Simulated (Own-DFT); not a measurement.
Simulation results for In₃₁GaP₃₂ (zincblende with substituted atoms, atoms displaced), Si₃₅C₃₆ (2H silicon carbide with one vacancy, atoms displaced)

A calculation, not a measurement: plane-wave PBE density functional theory by an unreviewed code, no spin, of a simulated periodic cell, stress positive in tension, free energy of the whole cell less one offset for each atom, not probed for a lower state with spin; forces on such cells moved up to 12 meV/angstrom on a denser k mesh; offsets are fitted by least squares, one for each functional and potential file, so energies compare only between cells with the same atoms and settings and are not formation energies; the far tail of each file's local potential was reset to the Coulomb form; each entry is a single point on an unrelaxed cell, so the pressure reflects the starting lattice, mostly measured values (interpolated for alloys), from which strain is counted, and rises with the displacements; printed positions are rounded, which can move forces by about a meV/angstrom; the program, named Own-DFT, is a retired in-house code; no spin-orbit coupling; before rounding, a Quantum ESPRESSO 7.3.1 run of the same cell and cutoff gave forces within 1 meV/angstrom rms on each cell, which checks the program and not the settings. Program: Own-DFT development build.

Settings shared by all entries: functional PBE; potential files PseudoDojo norm-conserving, scalar-relativistic, standard set; wave cutoff 42 hartree; occupations Fermi-Dirac; smearing width 0.1 eV.

(1) 
```xyz
64
Lattice="11.7374 0.0000 0.0000 0.0000 11.7374 0.0000 0.0000 0.0000 11.7374" Properties=species:S:1:pos:R:3:force_x:R:1:force_y:R:1:force_z:R:1 formula=In31GaP32 k_mesh=3_x_3_x_3_centred_on_Gamma free_energy_of_cell_above_offsets=-33.004 pressure=3.25 stress_xx=-3.24 stress_yy=-3.28 stress_zz=-3.23 stress_yz=-0.84 stress_xz=-0.09 stress_xy=-0.32
In     0.0270    11.7269     0.0054     -0.798     -0.143     -0.175
In     0.0044     3.0233     2.8766      0.419     -0.754      0.546
In     2.9455     0.0276     2.8768     -0.219     -0.693      0.853
In     2.8946     2.9658     0.0988     -0.057     -0.485     -0.951
P      1.4409     1.3846     1.4909     -0.284      0.983     -0.121
P      1.5372     4.3838     4.3793     -1.038     -0.192      0.658
P      4.3360     1.4877     4.3728      1.128     -0.665     -0.093
P      4.3909     4.4365     1.4623     -0.346     -0.541      0.848
In     0.0767    11.6994     5.7888     -1.787      0.092      0.242
In     0.0008     2.9369     8.7067      0.245     -0.731      0.423
In     2.9477    11.6904     8.8128     -0.717      0.128     -0.366
In     2.9736     2.8692     5.8443     -0.145      0.723      0.381
P      1.4335     1.4240     7.1706      0.501      0.245      1.574
P      1.4332     4.4033    10.2031      0.786     -0.606      0.095
P      4.3801     1.3770    10.2412     -0.174      1.175      0.547
P      4.3964     4.4189     7.3166      0.022     -0.549      0.072
In     0.0839     5.8676    11.6382     -0.633      0.351      0.745
In     0.0266     8.7668     2.9331      -0.41      0.385     -0.261
In     2.8617     5.8457     2.9756      0.969      0.772      -0.13
In     2.9151     8.8140     0.0581      0.479      0.056     -0.531
P      1.5154     7.3745     1.4822     -0.528      -0.72     -0.116
P      1.4030    10.2194     4.4474      1.202     -0.177     -1.027
P      4.3946     7.3784     4.4820     -0.125     -0.408      -0.83
P      4.3641    10.3545     1.3957      0.613     -0.825      0.724
In    11.6861     5.8747     5.8914      0.333      -0.15     -0.381
In    11.7269     8.8603     8.7845      0.245     -0.565     -0.619
In     3.0073     5.8818     8.8217     -0.342      -0.23     -0.092
In     2.9507     8.8211     5.9210     -0.482     -0.195     -0.199
P      1.5279     7.2396     7.3014     -0.472      0.787      0.457
P      1.4397    10.2244    10.3050      0.216      0.281     -0.325
P      4.4039     7.3282    10.2872      -0.19      0.324      0.354
P      4.3727    10.2828     7.3083       0.56     -0.018      0.302
In     5.8764     0.1068     0.0694     -0.155     -0.776     -0.838
In     5.8890     2.8953     2.8983     -0.443      0.651       0.65
In     8.7884    11.6998     2.8776      0.127      0.196       0.47
In     8.8331     2.9439    11.7212     -0.954      0.124      0.218
P      7.2874     1.4552     1.5116      1.038      0.449     -0.412
P      7.3128     4.3905     4.4323       1.15      0.063     -0.877
P     10.2750     1.5052     4.3353      0.024     -0.457      0.148
P     10.2562     4.3612     1.4800      -0.26      1.488     -0.264
In     5.9476    11.6492     5.8280     -0.971      1.184      0.612
In     5.8447     2.9408     8.8497     -0.535     -0.374     -0.566
In     8.7938     0.0787     8.8100     -0.135     -0.711      0.265
In     8.8488     2.8854     5.9434     -0.358      0.116     -0.499
P      7.3212     1.4598     7.3837     -0.373        0.1     -0.597
P      7.2990     4.3933    10.1952      0.067      0.024      1.317
P     10.2131     1.4964    10.2951      1.125     -0.187     -0.294
P     10.2811     4.3881     7.3707      -0.45      0.421     -0.287
In     5.7679     5.8120     0.0304      1.289      0.768     -0.379
In     5.9256     8.7493     2.9792     -1.229     -0.188     -0.878
Ga     8.9063     5.8005     2.9289     -0.626      0.502      0.337
In     8.8486     8.8372     0.0504      -1.23     -1.084     -1.914
P      7.3897     7.3782     1.4834      0.212     -1.542      0.234
P      7.2260    10.2597     4.3405      1.341      0.314     -0.152
P     10.2778     7.4236     4.4319     -0.542     -1.378     -0.761
P     10.1606    10.1919     1.4052      2.019      1.296      1.285
In     5.8628     5.8370     5.8302     -0.057       0.24      0.246
In     5.8422     8.7626     8.8015      0.339      0.383     -0.098
In     8.8067     5.8400     8.8914     -0.056      0.416     -0.869
In     8.7452     8.8685     5.7779     -0.235     -0.341      0.802
P      7.3075     7.2869     7.3151      0.468      0.266      0.079
P      7.2920    10.3259    10.2772      0.185     -0.329      0.139
P     10.3127     7.3314    10.1973     -0.252      0.255      0.794
P     10.1801    10.2642     7.3563      0.505      0.456     -0.513
```

Units: free_energy_of_cell_above_offsets in eV; pressure, stress_xx, stress_yy, stress_zz, stress_yz, stress_xz, stress_xy in GPa; force_x, force_y, force_z in eV/Å.

(2) 
```xyz
64
Lattice="11.7374 0.0000 0.0000 0.0000 11.7374 0.0000 0.0000 0.0000 11.7374" Properties=species:S:1:pos:R:3:force_x:R:1:force_y:R:1:force_z:R:1 formula=In31GaP32 k_mesh=3_x_3_x_3_centred_on_Gamma free_energy_of_cell_above_offsets=-32.800 pressure=3.29 stress_xx=-3.25 stress_yy=-3.31 stress_zz=-3.32 stress_yz=-0.86 stress_xz=-0.34 stress_xy=-0.4
In     0.0619    11.7003    11.7202     -0.987     -0.023      0.274
In     0.0399     2.9152     2.8732     -0.062      0.259      0.522
In     3.0020    11.7245     2.9220     -0.721      0.503      0.329
In     2.9442     2.9487    11.7266     -0.657      0.504      0.525
P      1.4490     1.4328     1.3880      0.681      0.271      0.716
P      1.4230     4.4665     4.5034      0.595     -0.997     -0.889
P      4.4092     1.5110     4.4270     -0.934     -0.826      0.547
P      4.3988     4.4279     1.3701       0.44       0.13      1.169
In     0.0080     0.0828     5.9018     -0.214      -1.13     -1.164
In     0.0524     2.8895     8.8868     -0.588      0.513     -0.723
In     2.8745     0.0172     8.8205      0.343      0.397     -0.137
In     2.9938     2.9599     5.9593     -1.043     -0.341     -0.791
P      1.3779     1.4763     7.2934      1.231      0.446      0.732
P      1.4700     4.3807    10.2446       0.07      0.663      0.324
P      4.3660     1.5905    10.3240      0.718     -1.341     -0.864
P      4.3841     4.3792     7.3217       0.66      0.783      0.553
In    11.6770     5.8917    11.7208      0.741     -0.635      0.541
In     0.0236     8.7628     2.9376     -0.437      0.793     -0.319
In     2.9710     5.9148     3.0323     -0.242      -1.28     -0.669
In     2.8857     8.7684     0.0962     -0.249     -0.045     -0.464
P      1.4538     7.2876     1.5845     -0.129     -0.294     -0.976
P      1.4863    10.2363     4.3251     -0.053      0.588      0.896
P      4.3118     7.3515     4.4207      1.956      0.331      0.156
P      4.3167    10.2980     1.4465      1.496     -0.178     -0.352
In     0.0110     5.9498     5.8405     -0.994      -0.16      0.442
Ga     0.0043     8.7651     8.8648      0.276      0.079     -0.338
In     2.8864     5.8747     8.7187      0.412     -0.283       0.77
In     2.9610     8.7841     5.8993     -0.599      0.421     -0.853
P      1.5451     7.3129     7.2591     -1.494      0.927      1.165
P      1.4462    10.3022    10.2759     -0.147     -1.524     -0.599
P      4.3572     7.3585    10.2793     -0.066      0.325      -0.61
P      4.2804    10.2542     7.3050      1.312      0.809      0.668
In     5.9629     0.0786     0.0024     -1.095     -0.606     -0.314
In     5.8445     2.7879     3.0197      0.587      1.759     -1.137
In     8.8162     0.0461     2.9615      0.031     -0.538      0.309
In     8.8264     2.9734    11.7207     -0.178     -0.975      0.089
P      7.3510     1.4321     1.4860      0.356      0.766      0.068
P      7.3653     4.4283     4.4182      -0.69     -0.267      0.029
P     10.2463     1.5182     4.4467      0.262     -0.094     -0.375
P     10.2146     4.3450     1.4317      0.422       1.01       0.79
In     5.8877     0.0416     5.8770     -0.367     -0.371      0.238
In     5.8536     3.0479     8.8682      0.217     -0.427     -0.186
In     8.8695    11.7072     8.8396     -0.201      0.231     -0.499
In     8.8105     2.9678     5.9124      0.312      0.516     -0.409
P      7.3277     1.5795     7.2693     -0.213     -0.926       1.33
P      7.3994     4.4190    10.3375     -0.771      0.357     -0.151
P     10.3229     1.4737    10.2995     -0.469     -0.299      0.118
P     10.2433     4.4149     7.3682      0.626      0.265      0.198
In     5.8915     6.0092    11.6926     -0.288     -0.846      0.182
In     5.9745     8.8221     2.8610     -1.961      0.124      0.399
In     8.7087     5.9209     2.9451       0.83     -0.426     -0.048
In     8.7586     8.7853     0.0048      0.993      0.016      0.352
P      7.3220     7.3840     1.4820      0.338     -0.546     -0.534
P      7.2388    10.2233     4.3899       1.04      0.753      0.539
P     10.2495     7.4187     4.3688     -0.134     -0.766      0.063
P     10.2370    10.2955     1.4625      0.297     -0.273      0.068
In     5.9182     5.9180     5.9681     -1.137     -0.804     -1.483
In     5.9307     8.8550     8.7814     -0.889     -0.101      0.039
In     8.7246     5.8754     8.8166       0.92     -0.143       0.02
In     8.8596     8.8427     5.8600     -0.746     -0.153      0.146
P      7.2903     7.2669     7.3544      0.996      1.566      0.307
P      7.3782    10.2171    10.3266     -0.415      0.844      -0.68
P     10.2968     7.3314    10.3034     -0.188      0.847       -1.1
P     10.3641    10.2149     7.3117      0.202     -0.182      1.052
```

Units: free_energy_of_cell_above_offsets in eV; pressure, stress_xx, stress_yy, stress_zz, stress_yz, stress_xz, stress_xy in GPa; force_x, force_y, force_z in eV/Å.

(3) 
```xyz
71
Lattice="9.2481 0.0000 0.0000 -4.6241 8.0091 0.0000 0.0000 0.0000 10.0681" Properties=species:S:1:pos:R:3:force_x:R:1:force_y:R:1:force_z:R:1 formula=Si35C36 k_mesh=4_x_4_x_3_centred_on_Gamma free_energy_of_cell_above_offsets=2.867 pressure=5.08 stress_xx=-4.7 stress_yy=-2.16 stress_zz=-8.39 stress_yz=0.01 stress_xz=1.4 stress_xy=1.09
Si    -4.5913     7.9781     0.0328     -1.107      0.954      -2.61
Si     0.0780     1.7355     2.4859     -2.145       2.35       0.09
C      9.2142     0.0375     1.8435      2.559      0.274      1.168
C     -0.0598     1.8018     4.3721      3.408     -1.692     -0.358
Si    -4.4975     7.9695     4.9800     -4.023      1.003      1.698
Si    -0.0622     1.8690     7.5749      2.224      -2.78      0.473
C      4.6391     7.9498     6.8577     -0.539      2.296      0.563
C      0.0156     1.8292     9.5065     -0.497     -0.638     -0.793
Si    -1.4912     2.7664     0.0291     -1.394     -2.859     -0.207
Si    -1.4957     4.4828     2.4958     -1.856     -0.878      0.745
C      7.6261     2.6580     1.8672      2.603      0.991      0.832
C     -1.6193     4.4422     4.4345      1.989     -0.613     -0.839
Si    -1.4701     2.6018     5.0354     -2.747      1.778      0.378
Si    -1.5854     4.5147     7.5357      2.247     -0.404      0.624
C      7.6921     2.6515     6.9582     -0.709       0.99     -0.973
C     -1.5131     4.4312     9.4433     -0.668      1.156     -0.337
Si    -3.0669     5.3139     0.0328     -0.912      1.255     -2.407
Si    -3.1248     7.1823     2.5934      1.251       -1.1     -4.212
C     -3.0413     5.4105     1.8473     -0.723     -0.365       1.96
C     -3.0761     7.1812     4.3409       0.63     -1.704      1.093
Si    -3.0731     5.4056     4.9633     -0.911     -0.897       1.83
C     -3.0484     5.2909     6.9404     -1.586      0.175      -2.05
C     -3.1229     7.1980     9.4105      1.173     -1.836      1.325
Si     3.0588     0.0466    10.0051     -0.032     -1.788     -0.347
Si     3.0559     1.7532     2.5395      1.058      0.665     -0.781
C     -1.5611     7.9626     1.8435      0.331      1.415      0.626
C      3.0338     1.7794     4.4292      2.492     -0.912     -0.616
Si    -1.6325     7.9700     5.1118       2.51      0.626     -6.379
Si     3.1038     1.8121     7.5759     -1.575     -1.451     -2.042
C     -1.5506     7.9973     6.7354      2.457      1.167        8.1
C      3.0828     1.7455     9.3924      0.025       1.93      1.169
Si     1.5240     2.6952     0.0357      0.946     -0.263     -1.082
Si     1.5001     4.4626     2.5435      1.563      0.993     -0.006
C      1.5496     2.7364     1.8855       0.16     -1.283      0.445
C      1.5909     4.4449     4.4287      -1.45     -1.475     -1.022
Si     1.6200     2.6230     5.0348     -2.597      1.509     -0.492
Si     1.4684     4.4007     7.4927      1.965      0.797      0.921
C      1.4866     2.6767     6.8516      0.763     -0.634      1.887
C      1.4751     4.4882     9.4856      1.827     -2.272      -1.79
Si     0.0403     5.2038     0.0616     -2.554       3.65     -0.521
Si     0.0900     7.1782     2.4860     -2.122     -1.189      0.698
C     -0.0233     5.3658     1.9100      1.318     -0.107     -0.049
C      0.0110     7.1107     4.3417     -0.478     -0.055      1.695
Si     0.0069     5.2435     5.0146     -0.124      2.083     -0.059
Si     0.0834     7.0933     7.6008     -2.201     -0.186     -1.662
C      0.0537     5.3182     6.9038     -2.066      0.487      0.101
C     -0.0132     7.1318     9.4204      0.098     -0.919        1.5
Si     1.5045     7.9930     0.0607      1.452     -0.732       -1.5
Si     6.1490     1.8042     2.4886     -0.099     -0.594       0.44
C      1.6023     7.9585     1.9189     -0.249      1.853     -0.598
C      6.2031     1.7643     4.3973     -0.346      0.597      0.285
Si     6.1516     0.0572     5.1058     -0.062     -2.098     -1.585
Si     6.1442     1.8184     7.5546      0.324     -1.524       1.17
C      1.5896     7.9637     6.9521     -1.004      2.274     -0.083
C      6.1591     1.7254     9.5300      0.958      1.317      -1.72
Si     4.6590     2.6389    10.0610     -0.923      0.605      -0.41
Si     4.5891     4.4943     2.4885      1.752     -0.568     -1.104
C      4.6615     2.7276     1.8416     -1.376      -1.07      1.312
C      4.6172     4.4717     4.3116      0.757     -0.145      1.701
Si     4.7060     2.7179     5.0547     -1.108     -0.637     -1.588
Si     4.6839     4.4341     7.5813     -1.772      2.015     -0.877
C      4.6361     2.7023     6.8904      0.065     -0.582      0.654
C      4.5594     4.4152     9.3964       1.07      -0.16      1.591
Si     2.9945     5.3264    10.0397      2.277      0.468     -0.005
Si     3.1830     7.2187     2.4684     -2.594     -2.963      2.169
C      3.1728     5.3967     1.8526     -2.466      0.149      0.161
C      3.0260     7.0213     4.4734      1.662      2.982     -1.735
Si     3.0863     5.2943     4.9661      0.201      0.348      2.057
Si     3.1075     7.1334     7.5111      1.264     -1.764          1
C      3.0087     5.3471     6.9152      1.409      -1.13     -0.149
C      3.1624     7.0705     9.4125     -1.773      1.117      0.528
```

Units: free_energy_of_cell_above_offsets in eV; pressure, stress_xx, stress_yy, stress_zz, stress_yz, stress_xz, stress_xy in GPa; force_x, force_y, force_z in eV/Å.

(4) 
```xyz
71
Lattice="9.2481 0.0000 0.0000 -4.6241 8.0091 0.0000 0.0000 0.0000 10.0681" Properties=species:S:1:pos:R:3:force_x:R:1:force_y:R:1:force_z:R:1 formula=Si35C36 k_mesh=4_x_4_x_3_centred_on_Gamma free_energy_of_cell_above_offsets=1.861 pressure=4.45 stress_xx=-2.43 stress_yy=-4.71 stress_zz=-6.21 stress_yz=0.66 stress_xz=0.25 stress_xy=1.04
Si     0.1413     0.0658    10.0664     -3.011     -1.522      0.236
Si     0.0063     1.7279     2.5406      0.381      1.186     -0.628
C     -4.5519     7.9841     1.8544     -1.597      0.918      1.047
C      0.0253     1.7193     4.4366     -0.453      0.918     -0.855
Si     9.2318     0.0018     5.0484      0.542     -1.013     -0.372
Si    -0.0201     1.7413     7.5144      0.813      1.375     -0.107
C     -4.6020     7.9762     6.8986     -1.097      0.974      0.338
C     -0.0017     1.7832     9.4457      0.196      0.008     -0.827
Si    -1.4588     2.7637    10.0215     -1.635     -1.194      1.094
Si    -1.5044     4.5173     2.4746      -1.57     -1.025       1.25
C     -1.4655     2.7633     1.9055     -1.159     -1.679     -0.787
C     -1.5402     4.4319     4.3405      0.464      0.576      1.466
Si    -1.5033     2.6402     5.0237     -1.121      0.884      0.012
Si    -1.4641     4.4561     7.6435     -3.199     -1.213     -3.233
C      7.6794     2.6702     6.9250      1.018     -0.378      0.436
C     -1.6306     4.5253     9.3741      2.278     -0.483      3.162
Si    -3.0889     5.3683    10.0624     -0.951      0.515     -0.702
Si    -3.1085     7.1197     2.5606      0.957     -0.108     -1.371
C     -3.0684     5.3873     1.8730      0.108     -0.533     -0.015
C     -3.0856     7.0544     4.3838     -0.651       2.12      0.641
Si    -3.0986     5.4002     5.0468     -0.086     -3.861       0.42
Si    -3.1312     7.1153     7.5203      0.673     -2.137        0.6
C      6.1871     5.2340     6.9216      1.145      2.302     -0.041
C     -3.1146     7.1264     9.4156      2.422       0.32     -0.315
Si    -1.4380     8.0088    10.0282      -3.35      0.152      1.259
Si     3.1029     1.7504     2.4272     -0.806      1.414      1.648
C      3.0523     0.0142     1.9059      1.381     -1.447     -0.641
C      2.9897     1.8049     4.4322       2.58     -0.913     -1.925
Si     2.9938     0.0410     4.9758      1.744     -0.785      0.369
Si     2.9834     1.7314     7.5704      1.201       2.67     -0.975
C      3.0678     0.0106     6.8833      0.158     -0.915      0.299
C      3.0652     1.7540     9.4357     -0.067     -0.319      0.226
Si     1.5300     2.5759     0.0619      0.152      2.685     -2.014
Si     1.5393     4.5158     2.5493      0.159      -1.19     -1.036
C      1.5306     2.7471     1.8608      0.227     -1.286      1.631
C      1.5485     4.4034     4.4086      -0.51       2.74     -0.504
Si     1.5488     2.7190     4.9220     -0.747     -1.402      2.882
Si     1.5001     4.4896     7.5154      1.998     -0.672      0.385
C      1.5338     2.7434     6.8993     -0.976     -1.559      -0.43
C      1.5087     4.4505     9.3627     -0.119      0.044      2.298
Si    -0.0368     5.4272     0.0048      0.924     -2.917     -0.404
Si     0.0803     7.0228     2.5096     -1.566      2.858      0.455
C     -0.0350     5.3476     1.8971      1.651      0.129       -1.2
C      0.0795     7.0996     4.3836     -2.121     -0.221      0.385
Si     0.0274     5.3460     5.1060      -1.01     -0.537       -2.1
Si     0.0054     7.1048     7.5934     -0.787      0.282     -1.813
C     -0.0719     5.3329     6.9317      1.358      1.193      0.201
C     -0.0147     7.1143     9.4349      1.049      0.457      -0.41
Si     1.5306     7.9740    10.0107      2.072     -0.223      0.892
Si     6.1167     1.8173     2.4469      1.601     -0.375      0.946
C      1.5463     7.9876     1.8401     -0.556      0.821      0.325
C      6.1115     1.7632     4.4790      2.548     -0.828     -2.307
Si     6.0941     0.0069     5.0602       1.85     -0.353     -1.063
Si     6.1778     1.7808     7.5974     -1.223       1.11     -1.171
C      1.5414     7.9394     6.8743     -0.876      1.213      1.753
C      6.1945     1.7261     9.4441      0.144      0.868      0.396
Si     4.5885     2.6349    10.0119       1.17      1.445     -0.937
Si     4.6136     4.4819     2.3971      1.188     -1.029      2.446
C      4.6267     2.6774     1.8365     -0.528      0.104     -0.097
C      4.6115     4.3680     4.4489      0.567      1.507     -1.968
Si     4.6833     2.6011     5.0370     -3.136      2.233      1.472
C      4.5832     2.7036     6.9399       0.36     -2.566      0.132
C      4.6471     4.5008     9.4979     -0.381       -1.7      0.966
Si     3.1180     5.3685    10.0636     -1.077     -3.505     -0.163
Si     3.0390     7.1884     2.5367      1.874     -1.111         -1
C      3.1128     5.3360     1.9248     -1.631      1.399     -0.558
C      3.1206     7.0856     4.4071      -1.14      2.531     -0.582
Si     3.1000     5.3895     4.9176      0.589     -2.986      2.778
Si     3.0585     7.1923     7.5625      1.801     -3.119      0.817
C      3.0685     5.3676     6.8913      -1.59      1.357     -0.931
C      3.1424     6.9862     9.5218     -0.618      5.796     -2.186
```

Units: free_energy_of_cell_above_offsets in eV; pressure, stress_xx, stress_yy, stress_zz, stress_yz, stress_xz, stress_xy in GPa; force_x, force_y, force_z in eV/Å.
